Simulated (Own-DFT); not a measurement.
# How HSE06 shifts the pressure of corundum Al2O3, 78 atoms (Al32O46), with two O vacancies

All values are computed. Each geometry was run twice at fixed positions with Own-DFT, a retired in-house plane-wave program that no person has reviewed: with PBE, and with HSE06 (exact exchange share 0.25 at short range, screening 0.11 per bohr, Gygi-Baldereschi treatment of its divergence). Both used PseudoDojo norm-conserving files made for PBE, a cutoff of 48 hartree, the Gamma point alone, fixed occupations, a neutral cell and no spin. With Gamma alone and a thickness of 7.9 Å, finite-size errors remain in every number. The oxygen file's force components were 24 meV/Å off all-electron values in a glass.

Unstrained cell vectors in Å: (5.494, 0.000, 8.660); (-2.747, 4.758, 8.660); (-2.747, -4.758, 8.660), volume V0 = 679.1 Å³, from measured lattice constants. Each geometry has its own random strain of a few per cent, its own defect sites and random moves of rms u per axis. HSE06 gave the energy alone. D is its energy less that of PBE, over the lowest D shown. The PBE stress wasn't checked against mesh or cutoff.

```
run  V - V0 (Å³)   u (Å)  P with PBE (GPa)  D (eV)
  1          9.2  0.0319              3.84   1.644
  2         -5.4  0.0325              9.28   1.050
  3        -31.8  0.0308             20.34   0.000
  4         26.2  0.0321             -1.61   2.289
  5          8.0  0.0478              5.33   1.777
  6          2.9  0.0531              8.52   1.540
  7         -0.4  0.0479              9.27   1.337
  8        -17.5  0.0298             14.10   0.531
  9          5.7  0.0495              7.28   1.554
 10          5.7  0.0286              5.26   1.468
 11        -12.1  0.0475             13.44   0.908
 12          7.4  0.0293              4.95   1.483
 13          9.1  0.0287              3.81       ?
```

## Analysis

D = 1.15 + 0.0395 (V - V0) + 99 u² eV, with an error of 0.0008 on the volume slope, 16 on the last term and a scatter of 0.04 eV. Pressure is -dE/dV, and 1 eV/Å³ is 160.2 GPa, so HSE06 changes the pressure by -6.3 ± 0.1 GPa. With the ions held to the strained lattice, the PBE pressure falls by 258 ± 6 GPa per unit of volume strain; the shape of the strain isn't fitted, so the true error is larger, and a relaxed crystal would be softer. On that slope HSE06's volume at a given pressure is about 2.5 % smaller, or 0.8 % in lengths. At u = 0 and V0 the PBE pressure is 6.8 GPa, which puts the zero-pressure volume, against the measured cell and with the defects in, at +2.6 % for PBE and +0.2 % for HSE06, each good to a few tenths of a per cent.

## Prediction

Q: what D should run 13 give?

Estimate: 1.59 eV, with rows scattering by 0.04. DFT gave 1.618 eV.
